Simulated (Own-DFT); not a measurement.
# Energy and forces against displacement in beta-Si3N4, 112 atoms (N64Si48)

These are calculations, not measurements. The program, named Own-DFT, is a retired in-house plane-wave density functional code that no person has reviewed. Each row is one single-point run on a periodic cell that was not relaxed, without spin or spin-orbit coupling.

Settings of every run: PBE; PseudoDojo norm-conserving scalar-relativistic files; cutoff 42 hartree; 2 x 2 x 4 k mesh centred on Gamma; Fermi-Dirac smearing of 0.1 eV.

Known limits, some of them of some rows only: some atoms lie very close together; forces on such cells moved up to 12 meV/angstrom on a denser k mesh; stress not checked against mesh or cutoff.

Cell vectors in Å: (15.212, 0.000, 0.000); (-7.606, 13.174, 0.000); (0.000, 0.000, 5.818). In each run every atom was moved at random and independently from its ideal site; u is the rms move along one axis. E is the free energy for each atom above the fitted value at u = 0, and F the rms of the force components.

```
run,u (Å),E (meV/atom),F (eV/Å),largest force (eV/Å),P (GPa)
1,0.0193,17.2,0.824,2.95,5.47
2,0.0197,?,?,?,?
3,0.0197,21.2,0.888,3.78,5.54
4,0.0489,104.6,1.860,8.53,7.45
5,0.0498,110.2,1.889,5.92,7.76
6,0.0513,120.8,2.150,11.76,8.22
7,0.1032,511.9,4.860,28.29,17.18
8,0.1037,523.1,5.105,31.27,17.93
9,0.1039,564.6,5.716,26.96,19.91
10,0.1443,1123.4,8.646,45.85,34.80
```

## Worked fit

For small independent moves the energy grows as E = (3/2) K u², with K the mean stiffness felt by one atom. The runs with u up to 0.11 Å give K = 31.8 ± 1.0 eV/Å², with residuals divided by u² + 0.0006 Å², since the noise grows with the moves. The scatter is 8.7 meV/atom at u = 0.05 Å. The forces follow F = G u with G = 44.9 eV/Å²; no force at u = 0 is resolved. G exceeds K because the moves of its neighbours add to the force on an atom, and stiffness differs between atoms. At u = 0.144 Å the parabola gives 994 meV/atom and the run 1123. The pressure follows P = 4.82 + 1257 u² GPa: at fixed volume, shortened bonds push harder than stretched ones pull.

## Withheld run

Question: what energy and rms force should run 2 give?

The fit gives 18 ± 3 meV/atom and about 0.88 eV/Å. The calculation gave 22.2 meV/atom and 0.908 eV/Å.
